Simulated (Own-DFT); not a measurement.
# Computed records: Hf₃₆O₇₁ (tetragonal hafnia with one neutral oxygen vacancy, atoms displaced)

A calculation, not a measurement: plane-wave PBE and HSE06 DFT by an unreviewed code, no spin, of a simulated cell at Gamma alone, so results move with cell size and shape, stress positive in tension, energies less offsets, not probed for a lower state with spin; hafnium file: forces about 75 meV/angstrom off all-electron values; oxygen file: force components 24 meV/angstrom off all-electron in a glass; k mesh not checked against a denser one; forces and stress are PBE's, HSE06 gives the energy alone, and its difference from PBE has offsets of its own; offsets are fitted by least squares, one for each functional and potential file, so energies compare only between cells with the same atoms and settings and are not formation energies; the far tail of each file's local potential was reset to the Coulomb form; each entry is a single point on an unrelaxed cell, so the pressure reflects the starting lattice, taken from the Materials Project, from which strain is counted, and rises with the displacements; printed positions are rounded, which can move forces by about a meV/angstrom; the program is a retired in-house code; no spin-orbit coupling. Program: Own-DFT development build.

Settings shared by all entries: first functional PBE; second functional HSE06; exact exchange share 0.25; screening 0.11 1/bohr; exchange divergence Gygi-Baldereschi; potential files PseudoDojo norm-conserving, scalar-relativistic, made for PBE, standard set; wave cutoff 48 hartree; occupations fixed; k mesh 1 x 1 x 1 centred on Gamma.

(1) Hf₃₆O₇₁ (tetragonal hafnia with one neutral oxygen vacancy, atoms displaced)

```xyz
107
Lattice="10.7800 0.0000 0.0000 0.0000 10.7800 0.0000 0.0000 0.0000 10.4493" Properties=species:S:1:pos:R:3 Hf36O71
Hf     0.0270     0.0342     0.0247
Hf     1.8124     1.7912     2.5914
O      0.0550     1.7576     1.5821
O      1.7598    10.7399     3.6693
O     10.7554     1.8026     4.2550
O      1.8131    10.7673     1.0309
Hf    10.7773     0.0118     5.1507
Hf     1.8466     1.7528     7.8347
O     10.7767     1.8022     6.7710
O      1.7756     0.0233     8.8550
O      0.0122     1.8102     9.4402
O      1.7919    10.7541     6.2354
Hf    10.7593     3.6482     0.0366
Hf     1.8193     5.3367     2.6124
O     10.7759     5.3810     1.5737
O      1.7938     3.5846     3.5655
O     10.7609     5.4354     4.1739
O      1.8204     3.5771     1.0540
Hf    10.7655     3.5816     5.2216
Hf     1.8048     5.3350     7.8351
O     10.7512     5.3856     6.7403
O      1.8202     3.5397     8.8617
O      0.0299     5.4094     9.4154
O      1.8445     3.6143     6.2294
Hf    10.7720     7.2121    10.4321
Hf     1.8381     8.9714     2.6606
O      0.0266     8.9225     1.6271
O      1.7864     7.1609     3.6544
O     10.7618     8.9871     4.1815
O      1.7816     7.1676     1.0420
Hf     0.0032     7.1776     5.2406
Hf     1.7912     9.0010     7.8536
O      0.0210     8.9711     6.8491
O      1.8507     7.2126     8.8980
O      0.0484     8.9877     9.4432
O      1.7950     7.2623     6.2743
Hf     3.5960     0.0145     0.0466
Hf     5.3693     1.8091     2.6270
O      3.6301     1.7809     1.5968
O      5.3907    10.7731     3.6405
O      3.5620     1.8407     4.1721
O      5.3475    10.7547     1.0245
Hf     3.5553    10.7179     5.1994
Hf     5.3670     1.7561     7.8734
O      3.6020     1.7669     6.8031
O      5.3974     0.0317     8.8063
O      3.6229     1.8087     9.3847
O      5.3840    10.7311     6.2339
Hf     3.5796     3.5852    10.4145
Hf     5.4169     5.3652     2.6300
O      3.6062     5.3893     1.5667
O      5.4162     3.5799     3.6007
O      3.5936     5.3708     4.2102
O      5.3884     3.5859     1.0526
Hf     3.5787     3.5954     5.2254
Hf     5.3125     5.4245     7.8381
O      3.5519     5.3964     6.7990
O      5.3902     3.6220     8.8583
O      3.5738     5.4440     9.4467
O      5.3598     3.6272     6.2591
Hf     3.5829     7.1644     0.0712
Hf     5.3865     8.9477     2.6448
O      3.5602     8.9995     1.6200
O      5.4207     7.2652     3.6038
O      3.5368     9.0289     4.2900
O      5.4170     7.1878     0.9447
Hf     3.5937     7.1793     5.2325
Hf     5.3952     9.0207     7.8279
O      3.6688     8.9143     6.7904
O      5.4423     7.1686     8.8589
O      3.6162     8.9882     9.3542
O      5.3620     7.1796     6.2353
Hf     7.1820    10.7436     0.0375
Hf     8.9924     1.8173     2.6441
O      7.1812     1.8293     1.6308
O      8.9547    10.7527     3.5874
O      7.1655     1.7841     4.2983
O      8.9825     0.0296     1.0513
Hf     7.1767    10.7596     5.2076
Hf     9.0224     1.7038     7.8287
O      7.2045     1.7961     6.8298
O      8.9848    10.7619     8.8603
O      7.1563     1.8440     9.4274
O      8.9992    10.7594     6.2666
Hf     7.1315     3.5823     0.0416
Hf     8.9560     5.3597     2.6195
O      7.1934     5.3672     1.6082
O      9.0066     3.6226     3.6211
O      7.1743     5.3919     4.2268
O      8.9895     3.5670     1.0294
Hf     7.1754     3.6100     5.2208
Hf     9.0082     5.4147     7.7764
O      7.1781     5.4228     6.8142
O      8.9838     3.5775     8.8534
O      7.1480     5.4017     9.4044
O      9.0054     3.5566     6.2336
Hf     7.1725     7.1481     0.0254
Hf     8.9394     8.9547     2.6043
O      8.9719     7.1903     3.6441
O      7.2124     8.9946     4.1317
O      8.9806     7.1303     1.0724
Hf     7.2393     7.1496     5.2314
Hf     9.0223     8.9747     7.8699
O      7.2172     8.9972     6.7817
O      8.9760     7.0999     8.8389
O      7.1500     9.0028     9.4233
O      8.9752     7.1860     6.2377
```

Results for Hf₃₆O₇₁ (tetragonal hafnia with one neutral oxygen vacancy, atoms displaced): PBE energy of cell above offsets -100.768 eV; HSE06 less PBE above offsets -0.132 eV; PBE pressure 0.83 GPa; PBE stress xx -0.11 GPa; PBE stress yy -1.12 GPa; PBE stress zz -1.26 GPa; PBE stress yz -0.08 GPa; PBE stress xz 0.25 GPa; PBE stress xy 0.06 GPa.

Force:
```csv
element,x (eV/Å),y (eV/Å),z (eV/Å)
Hf,-0.324,0.092,-0.065
Hf,0.461,-0.251,0.262
O,-0.876,0.103,0.511
O,0.162,1.125,-0.437
O,-0.046,0.142,-1.304
O,0.06,0.217,0.113
Hf,-0.143,-0.836,1.211
Hf,-0.806,0.269,-0.558
O,0.883,-0.005,0.539
O,0.12,-0.201,0.342
O,-0.094,-0.218,0.237
O,-0.073,0,0.193
Hf,-0.283,-0.299,-0.832
Hf,-0.69,1.235,-0.391
O,0.041,-0.486,0.187
O,-0.321,-0.29,0.861
O,0.142,-0.919,0.199
O,-0.013,0.01,-0.548
Hf,-0.012,0.756,0.484
Hf,-0.574,0.947,0.391
O,1.134,0.04,0.445
O,0.236,0.751,-0.065
O,0.305,-0.32,-0.156
O,-1.061,0.033,0.11
Hf,0.503,-0.323,0.768
Hf,-1.585,-0.768,-0.255
O,-0.386,0.367,-0.207
O,0.489,0.064,-0.059
O,-0.019,-0.295,0.63
O,0.251,-0.116,-0.042
Hf,0.451,0.459,-0.486
Hf,1.031,-0.888,-0.222
O,-0.666,-0.068,-0.009
O,-0.462,-0.545,-0.559
O,-0.498,0.235,-0.076
O,0.022,-0.489,-0.267
Hf,-0.083,-0.734,-1.143
Hf,0.494,-0.638,0.206
O,-0.715,-0.054,-0.551
O,-0.201,-0.064,-0.23
O,0.047,-0.792,0.102
O,1.023,-0.177,-0.099
Hf,0.681,2.059,1.24
Hf,1.107,1.42,-0.938
O,-0.118,0.059,0.004
O,0.003,-0.732,1.025
O,-0.163,-0.482,0.664
O,-0.076,0.182,-0.168
Hf,0.393,0.461,0.01
Hf,-0.472,0.238,-0.229
O,0.449,0.174,0.46
O,0.164,0.48,0.485
O,0.315,0.228,-0.431
O,-0.795,0.16,-0.069
Hf,0.698,-0.377,0.183
Hf,1.468,-0.097,0.142
O,-0.104,0.206,0.113
O,-0.597,-0.187,0.221
O,-0.049,-1.171,-0.341
O,0.236,0.005,-0.623
Hf,-0.743,0.918,-1.375
Hf,1.044,1.686,-1.083
O,0.813,-0.35,-0.096
O,-0.525,-1.952,0.359
O,0.037,-1.944,-1.603
O,-0.36,0.356,1.498
Hf,-0.517,0.264,0.739
Hf,0.19,-0.841,-0.012
O,-1.328,0.561,0.186
O,-0.29,0.6,-0.36
O,0.094,0.496,1.368
O,0.754,-0.382,-0.474
Hf,0.024,0.711,-0.411
Hf,-0.097,-0.648,-0.703
O,0.008,-0.125,0.247
O,0.289,0.812,0.426
O,0.331,0.55,-1.023
O,-0.115,-0.463,-0.489
Hf,0.07,-0.259,0.864
Hf,-0.617,1.762,-0.112
O,-0.397,-0.14,0.326
O,0.086,-0.427,0.615
O,-0.067,-1.01,0.75
O,0.131,0.044,-0.472
Hf,0.954,0.245,-1.542
Hf,1.254,1.231,-0.302
O,-0.552,-0.019,-0.029
O,-0.198,-0.733,0.456
O,-0.154,-0.11,-0.723
O,-0.158,-0.007,0.303
Hf,-0.127,-0.713,1.535
Hf,-1.021,-1.763,0.764
O,0.05,-0.087,-0.25
O,0.436,0.384,-0.321
O,0.165,-0.648,0.948
O,-0.474,0.401,-0.569
Hf,0.494,0.011,-1.363
Hf,0.25,-0.093,-0.213
O,-0.367,-0.412,0.071
O,-0.135,-0.43,0.043
O,-0.315,0.719,-0.605
Hf,-0.8,1.028,0.382
Hf,-0.583,-0.119,-0.736
O,0.085,-0.26,0.366
O,0.325,1.828,0.485
O,0.496,-0.353,0.917
O,0.506,-0.009,0.243
```

(2) Hf₃₆O₇₁ (tetragonal hafnia with one neutral oxygen vacancy, atoms displaced)

```xyz
107
Lattice="10.7800 0.0000 0.0000 0.0000 10.7800 0.0000 0.0000 0.0000 10.4493" Properties=species:S:1:pos:R:3 Hf36O71
Hf    10.6611     0.1283     0.0612
Hf     1.9038     1.6223     2.4734
O     10.6995     1.7595     1.5481
O      1.7566     0.0952     3.6822
O      0.0260     1.6913     4.4301
O      1.8457     0.0945     1.1599
Hf     0.0149    10.6630     5.0612
Hf     1.8658     1.8220     7.8439
O     10.6860     1.8324     6.7836
O      1.8956    10.7603     8.9015
O     10.7671     1.8550     9.4052
O      1.8221     0.0846     6.2398
Hf    10.7182     3.6300    10.3516
Hf     1.7433     5.4130     2.6473
O     10.7078     5.4115     1.6255
O      1.8362     3.6237     3.7350
O      0.0824     5.2204     4.2093
O      1.9058     3.5195     1.1069
Hf     0.1173     3.6608     5.1457
Hf     1.7774     5.3936     7.6249
O      0.0309     5.3434     6.6990
O      1.8859     3.6419     8.9402
O     10.7224     5.3374     9.4958
O      1.8296     3.5851     6.1864
Hf    10.6640     7.1364    10.4432
Hf     1.7370     8.9837     2.5500
O      0.0274     8.9323     1.5267
O      0.0616     8.8575     4.1663
O      1.7759     7.1679     0.9385
Hf     0.0654     7.0790     5.1361
Hf     1.8084     9.0104     7.8560
O      0.0529     8.8328     6.6811
O      1.8934     7.1977     8.8349
O     10.7391     8.9915     9.4334
O      1.6723     7.2158     6.1854
Hf     3.6344     0.0268     0.1275
Hf     5.2910     1.7167     2.5568
O      3.6160     1.8495     1.5753
O      5.4702     0.1538     3.6732
O      3.5803     1.7230     4.3835
O      5.2811    10.7480     0.9489
Hf     3.4421     0.0067     5.2968
Hf     5.3392     1.7743     7.8154
O      3.6874     1.6955     6.8433
O      5.2809    10.6547     9.0211
O      3.5816     1.8354     9.5385
O      5.3181    10.7625     6.2850
Hf     3.5186     3.6493     0.0538
Hf     5.4827     5.4693     2.5842
O      3.6249     5.2792     1.5482
O      5.2479     3.5699     3.5557
O      3.4715     5.4740     4.2307
O      5.3907     3.5596     1.1295
Hf     3.7058     3.5293     5.2865
Hf     5.5331     5.4267     7.8429
O      3.6914     5.3995     6.7762
O      5.4210     3.4631     8.9206
O      3.5823     5.3601     9.4047
O      5.3292     3.6558     6.2353
Hf     3.5853     7.3237     0.1362
Hf     5.4399     8.9326     2.6267
O      3.5001     9.0020     1.6071
O      5.4272     7.2037     3.7402
O      3.5824     9.1514     4.2219
O      5.2960     7.2275     0.9708
Hf     3.6347     7.1826     5.2149
Hf     5.5462     9.0497     7.8623
O      3.5367     9.0834     7.0432
O      5.4501     7.1366     8.8468
O      3.4170     8.8826     9.5396
O      5.5121     7.2681     6.2771
Hf     7.0772     0.0139     0.0661
Hf     8.9814     1.6988     2.4976
O      7.2670     1.7857     1.6770
O      8.9794     0.0809     3.5331
O      7.1047     1.7548     4.1455
O      9.1060     0.0053     1.0858
Hf     7.2307     0.0424     5.3253
Hf     9.0367     1.7464     7.9189
O      7.2539     1.8924     6.6851
O      9.0043    10.7552     8.6885
O      7.1764     1.7175     9.4458
O      9.0615     0.1699     6.3804
Hf     7.1636     3.5673    10.4302
Hf     8.8987     5.5204     2.6539
O      7.2157     5.3205     1.6098
O      9.0632     3.5969     3.6417
O      7.1501     5.2821     4.2726
O      8.9358     3.6574     1.0041
Hf     7.2153     3.6196     5.2674
Hf     9.0300     5.4158     7.8522
O      7.3274     5.4769     6.8716
O      8.9215     3.5289     8.9168
O      7.2155     5.3841     9.4874
O      8.9020     3.5690     6.2549
Hf     7.1235     7.2492     0.0813
Hf     8.9019     8.9284     2.5162
O      7.1726     8.9250     1.6513
O      8.9864     7.2653     3.6708
O      7.2443     8.9147     4.1825
O      8.9068     7.2404     1.0218
Hf     7.2594     7.0114     5.2417
Hf     8.9828     8.9137     7.8774
O      7.1966     9.0357     6.7135
O      8.9638     7.1585     8.7986
O      6.9704     8.8727     9.4721
O      8.9673     7.1440     6.1988
```

Results for Hf₃₆O₇₁ (tetragonal hafnia with one neutral oxygen vacancy, atoms displaced): PBE energy of cell above offsets -86.818 eV; HSE06 less PBE above offsets 0.660 eV; PBE pressure 5.49 GPa; PBE stress xx -7.17 GPa; PBE stress yy -3.85 GPa; PBE stress zz -5.44 GPa; PBE stress yz 1.13 GPa; PBE stress xz -0.03 GPa; PBE stress xy 0.09 GPa.

Force:
```csv
element,x (eV/Å),y (eV/Å),z (eV/Å)
Hf,4.008,-1.096,-2.378
Hf,-2.553,4.222,2.243
O,2.305,0.096,-0.54
O,-0.099,-2.758,-0.249
O,-0.13,1.626,-2.408
O,-1.313,-0.875,-1.245
Hf,-0.692,1.494,3.101
Hf,-1.694,-0.443,0.232
O,2.565,0.789,2.536
O,-0.709,1.367,-0.201
O,0.023,-1.134,0.019
O,-3.111,-0.221,1.381
Hf,0.323,-1.348,2.739
Hf,1.584,-1.512,-0.138
O,-0.023,0.658,0.006
O,-0.176,-0.702,-1.604
O,-0.249,6.181,-2.877
O,-3.583,0.127,0.118
Hf,-1.83,-6.524,1.99
Hf,3.202,0.523,2.873
O,-1.273,0.083,0.821
O,-1.346,-0.383,-1.639
O,-0.32,1.91,-1.929
O,1.296,0.007,2.19
Hf,2.79,1.243,-0.259
Hf,-0.378,-0.634,1.611
O,-1.011,0.226,0.295
O,0.519,0.422,-1.703
O,-1.34,-0.185,1.556
Hf,-1.387,1.193,0.609
Hf,-1.298,-0.616,1.387
O,-1.708,1.122,1.418
O,-1.734,-1.393,-1.273
O,-0.836,-0.093,0.212
O,3.664,-1.074,-0.298
Hf,-4.683,-0.483,-4.873
Hf,3.117,3.185,2.335
O,0.02,-1.41,-0.219
O,-0.33,-4.072,-1.216
O,0.067,1.107,-2.171
O,4.49,-0.151,3.573
Hf,2.976,-0.233,0.153
Hf,2.246,-0.287,0.991
O,-2.021,1.335,0.29
O,0.856,1.812,-0.773
O,0.092,-1.265,-0.924
O,1.718,-0.287,0.507
Hf,1.863,1.684,-1.178
Hf,-3.309,-3.519,0.245
O,0.127,1.475,1.787
O,-0.19,0.981,0.778
O,0.144,0.347,-0.149
O,1.184,0.06,-1.594
Hf,-2.709,1.078,-3.044
Hf,-2.456,-0.592,1.429
O,-0.806,0.879,0.013
O,0.808,1.425,-1.137
O,0.861,0.807,0.361
O,3.187,-0.067,1.628
Hf,-3.192,-3.506,-3.652
Hf,-1.88,1.573,3.131
O,1.907,-0.13,0.698
O,-0.33,-0.022,-1.42
O,0.124,-3.105,-0.562
O,3.63,0.199,3.085
Hf,-0.021,0.207,0.769
Hf,-2.459,-1.589,-1.436
O,2.159,-0.718,-1.758
O,0.09,0.771,0.038
O,1.009,2.83,0.113
O,-1.129,-0.694,-0.253
Hf,0.639,1.02,-1.427
Hf,0.486,3.816,3.487
O,-3.028,-1.342,-2.847
O,0.338,-3.644,1.45
O,0.771,1.446,1.231
O,-4.428,-1.249,-0.501
Hf,-0.233,0.993,-0.864
Hf,0.184,1.742,-3.817
O,-2.081,-1.173,2.02
O,-0.476,-1.882,3.898
O,-0.001,-1.187,0.629
O,-0.883,-2.136,-2.737
Hf,-0.642,-0.089,0.6
Hf,2.064,-4.037,-0.113
O,-0.72,1.583,0.03
O,-0.572,0.55,-0.856
O,-0.019,2.163,-2.174
O,0.632,-0.307,-0.487
Hf,0.969,-4.963,-0.258
Hf,0.592,-2.53,-0.596
O,-1.887,-0.422,-0.577
O,0.363,1.506,-0.201
O,-0.126,0.578,-0.039
O,1.439,1.528,0.215
Hf,-1.044,-2.809,-2.022
Hf,2.533,1.473,2.826
O,-1.092,0.619,-2.146
O,-0.173,-1.68,-0.577
O,-0.262,0.763,-0.317
O,0.137,0.065,0.53
Hf,-0.945,3.224,0.406
Hf,2.244,1.296,-2.995
O,1.283,0.319,1.741
O,0.093,0.354,1.577
O,1.913,2.602,0.115
O,1.291,-0.112,0.634
```

(3) Hf₃₆O₇₁ (tetragonal hafnia with one neutral oxygen vacancy, atoms displaced)

```xyz
107
Lattice="10.7800 0.0000 0.0000 0.0000 10.7800 0.0000 0.0000 0.0000 10.4493" Properties=species:S:1:pos:R:3 Hf36O71
Hf     0.0806    10.7268    10.4450
Hf     1.7746     1.8609     2.6867
O     10.7279     1.8384     1.5239
O      1.8915    10.7485     3.6784
O     10.7429     1.7855     4.2875
O      1.6988    10.5704     0.9898
Hf     0.1324     0.0463     5.3448
Hf     1.9372     1.8450     7.9097
O     10.6672     1.8818     6.8437
O      1.7829    10.7510     8.8202
O      0.1392     1.7531     9.3326
O      1.8796     0.1620     6.2650
Hf     0.0172     3.7999    10.4254
Hf     1.8477     5.4095     2.6717
O      0.0445     5.4177     1.5536
O      1.8894     3.5861     3.7257
O      0.0441     5.3068     4.0542
O      1.7969     3.6159     1.1033
Hf     0.1563     3.5902     5.2548
Hf     1.8485     5.3291     7.7400
O     10.6888     5.4960     6.7778
O      1.9090     3.5576     8.8841
O      0.0047     5.3776     9.4949
O      1.8552     3.7595     6.2568
Hf    10.7697     7.2665    10.4484
Hf     1.7939     8.7351     2.6480
O      0.0065     8.9959     1.5114
O      1.7576     7.2785     3.5438
O      0.0674     9.0649     4.1071
O      1.9157     7.2817     0.8951
Hf     0.0746     7.2478     5.1521
Hf     1.8733     9.1155     7.8223
O     10.6507     8.8788     6.8837
O      1.6821     7.0844     8.8591
O      0.0612     9.1234     9.2348
O      1.8258     7.3094     6.3918
Hf     3.7786     0.0136    10.3755
Hf     5.2803     1.7651     2.6638
O      3.6231     1.7495     1.4954
O      5.2297    10.7519     3.7078
O      3.6496     1.6414     4.1608
O      5.3117     0.0513     1.1499
Hf     3.6442     0.0857     5.2014
Hf     5.4440     1.7978     7.7777
O      3.5242     1.8027     6.8922
O      5.3246    10.7511     9.0382
O      3.6305     1.7080     9.4551
O      5.4069     0.0705     6.2209
Hf     3.6708     3.4309    10.4043
Hf     5.4697     5.3499     2.8792
O      5.3223     3.6592     3.6264
O      3.6176     5.5039     4.1739
O      5.4456     3.5364     0.9553
Hf     3.4649     3.5106     5.2212
Hf     5.3294     5.3676     7.8521
O      3.5014     5.4040     6.8544
O      5.4157     3.6897     8.8256
O      3.6416     5.3877     9.4442
O      5.2337     3.5520     6.2270
Hf     3.6350     7.1204    10.4199
Hf     5.3789     9.1616     2.5903
O      3.6311     9.0929     1.4776
O      5.2955     7.1780     3.5875
O      3.6078     9.0644     4.1133
O      5.4077     7.2648     1.0743
Hf     3.5790     7.1805     5.2082
Hf     5.2942     9.0690     7.8261
O      3.5162     8.8916     6.7609
O      5.3748     7.1357     8.8401
O      3.5569     9.1533     9.4514
O      5.4697     7.2239     6.1930
Hf     7.1574     0.0887     0.0009
Hf     8.9112     1.8554     2.5470
O      7.0065     1.7847     1.6270
O      9.1033    10.7111     3.5633
O      7.1127     1.7741     4.2416
O      9.0197     0.0855     1.0336
Hf     7.2775     0.0012     5.1576
Hf     8.9902     1.7342     7.8207
O      7.2628     1.8206     6.7777
O      8.9107    10.7786     8.8955
O      7.0654     1.8041     9.3753
O      8.9934    10.7530     6.3485
Hf     7.2895     3.5711    10.4210
Hf     9.0110     5.3311     2.6278
O      7.1192     5.5408     1.6207
O      8.9171     3.6029     3.6126
O      7.2733     5.4281     4.1481
O      8.9743     3.5835     1.0166
Hf     7.0950     3.6652     5.2841
Hf     8.8352     5.3148     7.8265
O      7.1842     5.4989     6.8521
O      8.9574     3.6409     8.6813
O      7.2395     5.4853     9.3636
O      9.0315     3.6501     6.3197
Hf     7.0562     7.1174    10.4184
Hf     8.9341     8.9243     2.6739
O      7.1168     8.9537     1.5665
O      9.0843     7.1799     3.4675
O      7.4432     9.0890     4.3104
O      9.0351     7.3155     1.0021
Hf     7.1813     7.2639     5.3256
Hf     8.9739     9.0463     7.8593
O      7.1576     9.1130     6.7465
O      8.9782     7.1580     8.7249
O      7.1514     8.9428     9.3738
O      8.8498     7.2023     6.2783
```

The calculation gives: PBE energy of cell above offsets -86.001 eV; HSE06 less PBE above offsets 0.631 eV; PBE pressure 5.31 GPa; PBE stress xx -3.35 GPa; PBE stress yy -7.96 GPa; PBE stress zz -4.61 GPa; PBE stress yz 0.76 GPa; PBE stress xz 0.46 GPa; PBE stress xy -0.02 GPa.

Force:
```csv
element,x (eV/Å),y (eV/Å),z (eV/Å)
Hf,-0.696,1.206,0.321
Hf,-1.398,-3.265,-2.8
O,1.037,0.486,2.111
O,-0.815,1.416,-0.208
O,1.083,0.915,-0.55
O,2.261,1.91,0.017
Hf,-2.039,-0.756,-1.736
Hf,-5.294,-2.356,2.283
O,3.309,-0.092,-1.244
O,0.906,2.634,-0.204
O,-0.86,1.284,0.884
O,-0.63,-0.785,0.699
Hf,1.087,-4.556,1.446
Hf,-0.01,-1.415,-2.644
O,0.087,0.061,0.334
O,0.251,-0.022,0.437
O,0.612,0.783,1.441
O,0.905,0.451,-0.158
Hf,-4.607,0.499,0.429
Hf,-3.977,2.827,3.364
O,1.938,-0.532,-0.409
O,0.15,1.307,0.021
O,-0.296,1.676,-1.578
O,-0.899,-1.277,0.664
Hf,-0.006,1.143,-1.277
Hf,0.791,12.5,-7.249
O,-0.44,-1.444,0.706
O,-0.214,-9.207,5.957
O,0.282,-1.299,1.782
O,-1.618,-0.791,2.116
Hf,-2.115,-0.079,2.422
Hf,-2.909,-3.201,1.401
O,3.164,0.639,-2.814
O,1.071,0.959,-0.523
O,-0.658,-1.87,1.563
O,-0.653,-1.272,-3.414
Hf,-3.996,-1.56,4.355
Hf,0.637,0.132,-0.93
O,-1.57,0.948,1.201
O,1.968,1.318,0.203
O,-0.632,5.313,-0.429
O,2.693,0.1,0.149
Hf,-0.924,-4.398,0.048
Hf,0.853,0.017,0.367
O,3.316,0.743,-2.209
O,1.653,1.023,-2.57
O,-0.11,1.994,-2.565
O,-0.204,0.433,1.567
Hf,-0.557,2.725,1.919
Hf,-0.206,4.083,-5.05
O,-0.228,-3.755,2.299
O,-1.349,-2.354,0.609
O,-0.122,0.408,-0.217
Hf,2.546,0.795,-1.166
Hf,0.125,1.752,-0.027
O,3.397,0.434,-1.941
O,-0.139,-2.442,-0.113
O,0.04,-1.379,0.17
O,1.338,0.069,0.194
Hf,0.968,1.546,0.497
Hf,-1.93,-3.5,-1.812
O,0.397,-0.745,1.563
O,0.605,1.765,1.335
O,-0.413,-2.053,1.464
O,-1.598,-0.685,-1.33
Hf,1.558,2.796,0.72
Hf,1.975,-1.442,0.25
O,2.653,1.063,-0.047
O,-0.531,1.255,-0.396
O,0.026,-4.2,-2.783
O,-3.183,-0.232,1.017
Hf,1.826,-2.642,0.967
Hf,1.119,-2.455,-0.001
O,2.437,0.039,-0.546
O,-0.893,2.814,0.919
O,-0.165,1.464,-0.547
O,-1.94,0.302,-0.753
Hf,0.879,0.72,2.286
Hf,0.951,0.031,0.668
O,-2.07,0.636,0.285
O,-0.838,1.004,0.409
O,0.126,0.627,0.067
O,0.671,0.742,-1.159
Hf,-2.132,1.312,-0.202
Hf,-0.567,1.345,-1.077
O,1.3,-1.209,-0.212
O,-0.1,-0.735,0.312
O,-0.751,-0.392,1.528
O,-0.178,0.34,-0.138
Hf,2.718,-0.882,-0.334
Hf,2.992,3.668,-1.166
O,-3.185,-1.645,-1.781
O,-0.41,-3.164,3.849
O,-0.382,-3.079,0.399
O,-1.322,0.167,-2.466
Hf,1.697,2.483,1.423
Hf,0.651,1.493,-3.313
O,0.842,1.132,0.865
O,0.548,-1.489,2.458
O,-1.069,-2.69,-1.91
O,-1.304,-0.821,-1.025
Hf,1.286,0.346,-1.485
Hf,-1.283,-1.556,0.587
O,-1.373,-0.266,0.949
O,0.738,0.661,1.293
O,-0.605,0.966,0.558
O,1.924,0.291,-1.641
```
